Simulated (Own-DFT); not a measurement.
# Strain and stress in wurtzite GaN, 96 atoms (Ga48N48)

Calculated results; nothing here was measured. They come from Own-DFT, an in-house plane-wave density functional program, since retired, whose code no person has reviewed. Each row is one single-point run on a periodic cell that was not relaxed, without spin or spin-orbit coupling.

Settings of every run: PBE; PseudoDojo norm-conserving scalar-relativistic files (stringent for Ga); cutoff 96 hartree; 3 x 4 x 3 k mesh centred on Gamma; Gaussian smearing of 0.01 eV.

Known limits: forces on such cells passed a denser k mesh, each cell not checked; stress not checked against mesh or cutoff.

Unstrained cell vectors in Å: (12.756, 0.000, 0.000); (-4.783, 8.285, 0.000); (0.000, 0.000, 10.370). The unstrained cell has measured lattice constants (interpolated for alloys), not those of this functional. That, the random moves and any unrelaxed bonds set the pressure at no strain. Each run strains this cell uniformly, with the atoms carried along. Every atom was also moved at random, by a Gaussian of width 0.05 Å on each axis. Strain is the symmetric tensor, in per cent. Stress is positive in tension, and the pressure is minus a third of its trace.

| run | e_xx (%) | e_yy (%) | e_zz (%) | e_yz (%) | e_xz (%) | e_xy (%) | s_xx (GPa) | s_yy (GPa) | s_zz (GPa) | s_yz (GPa) | s_xz (GPa) | s_xy (GPa) | P (GPa) | E (meV/atom) |
|---|---|---|---|---|---|---|---|---|---|---|---|---|---|---|
| 1 | 1.24 | 1.11 | 0.15 | 0.90 | -0.31 | 0.08 | 0.09 | -1.95 | -5.18 | 2.24 | -0.16 | -0.65 | 2.35 | 2.6 |
| 2 | -1.55 | -1.12 | 0.91 | -0.88 | 1.91 | 1.31 | -16.09 | -12.92 | -5.77 | -1.44 | 3.90 | 4.78 | 11.59 | 47.7 |
| 3 | 1.98 | -1.26 | 1.08 | 0.05 | -1.24 | -1.43 | -0.44 | -8.98 | -1.71 | 0.07 | -2.65 | -3.90 | 3.71 | 4.7 |
| 4 | -0.99 | -1.78 | 1.74 | -1.91 | 0.02 | 1.17 | -13.28 | -14.54 | -2.16 | -4.74 | 0.63 | 4.76 | 9.99 | 35.2 |
| 5 | 0.96 | -1.34 | 1.30 | 0.60 | 1.69 | 1.42 | -3.34 | -12.73 | -2.23 | 1.31 | 3.53 | 4.14 | 6.10 | 27.4 |
| 6 | -1.42 | -1.97 | -1.05 | 1.36 | -1.52 | -1.55 | -13.91 | -20.64 | -16.63 | 3.01 | -2.98 | -5.11 | 17.06 | 63.9 |
| 7 | 0.53 | -0.81 | -1.84 | -1.89 | -1.34 | 0.96 | -6.53 | -11.35 | -18.82 | -4.00 | -3.46 | 2.47 | 12.24 | 43.7 |
| 8 | -0.31 | 0.20 | 0.74 | 1.45 | 1.85 | -1.38 | -8.50 | -4.61 | -6.20 | 3.04 | 4.00 | -3.99 | 6.44 | 31.9 |
| 9 | 0.28 | 1.79 | -1.60 | -1.37 | 1.88 | -1.26 | -5.05 | -1.92 | -13.57 | -2.83 | 3.92 | -3.79 | 6.85 | 31.7 |
| 10 | -1.50 | 1.20 | -1.93 | 0.77 | 0.10 | -1.85 | -15.25 | -6.36 | -15.58 | 2.02 | 1.29 | -6.97 | 12.39 | 42.7 |
| 11 | -0.74 | -0.34 | -0.88 | 0.32 | 1.05 | 0.17 | -12.17 | -10.46 | -11.46 | 0.37 | 2.26 | 0.26 | 11.36 | 33.1 |
| 12 | 1.30 | 1.21 | -0.16 | -0.86 | 0.47 | 0.37 | 0.38 | -1.68 | -6.46 | -1.50 | 0.48 | 0.79 | 2.59 | 0.0 |
| 13 | -0.83 | 1.24 | -1.29 | 0.60 | -1.30 | -0.10 | -11.17 | -3.76 | -14.21 | 1.64 | -4.47 | -0.13 | 9.72 | 40.2 |
| 14 | -1.40 | 0.19 | 0.36 | 0.58 | -0.63 | -1.25 | -13.00 | -7.67 | -6.41 | 1.50 | -0.39 | -4.48 | 9.03 | 24.7 |
| 15 | -1.19 | -1.07 | -1.47 | 0.62 | 0.81 | 1.17 | -15.00 | -14.63 | -16.65 | 1.58 | 1.96 | 4.75 | 15.43 | 45.1 |
| 16 | -0.55 | 1.47 | -1.36 | 1.14 | 1.09 | -0.98 | -6.78 | -3.86 | -14.07 | 2.80 | 1.78 | -3.14 | 8.23 | 26.3 |
| 17 | -0.15 | -1.42 | 1.11 | 1.46 | -0.12 | 1.19 | ? | ? | ? | ? | ? | ? | ? | ? |

E is the free energy for each atom above the lowest run shown.

## Worked fit

Each stress component was fitted by least squares to a constant and the strains of the runs shown, as fractions, with shears doubled. Shear strains stay in the fit of a normal stress only where such slopes are resolved. The slopes, in GPa:

| stress | at no strain | per e_xx | per e_yy | per e_zz | scatter |
|---|---|---|---|---|---|
| s_xx | -7.4 | 460 ± 29 | 98 ± 28 | 30 ± 30 | 1.20 |
| s_yy | -7.6 | 102 ± 26 | 439 ± 25 | 111 ± 27 | 1.07 |
| s_zz | -8.0 | 64 ± 25 | 107 ± 25 | 487 ± 26 | 1.04 |

Each shear stress against twice its own strain: yz 112 ± 4, xz 111 ± 9, xy 157 ± 10 GPa. These are stiffnesses along x, y and z of the frame in which the cell vectors are given, which need not be the crystal's axes. The atoms are held to the strained lattice; where symmetry lets them move under strain, relaxing them would lower some slopes. The table should be nearly symmetric about its diagonal, and what it lacks of that shows the noise. A ninth of its sum, 211 ± 3 GPa, estimates the bulk modulus near the mean pressure of these runs, 9.1 GPa, so it lies above the value at zero pressure.

## Withheld run

Question: what normal stresses and pressure should run 17 give?

The fit gives s_xx = -9.1, s_yy = -12.8, s_zz = -4.2 and P = 8.7 GPa. The calculation gave -7.75, -13.77, -4.13 and P = 8.55 GPa.
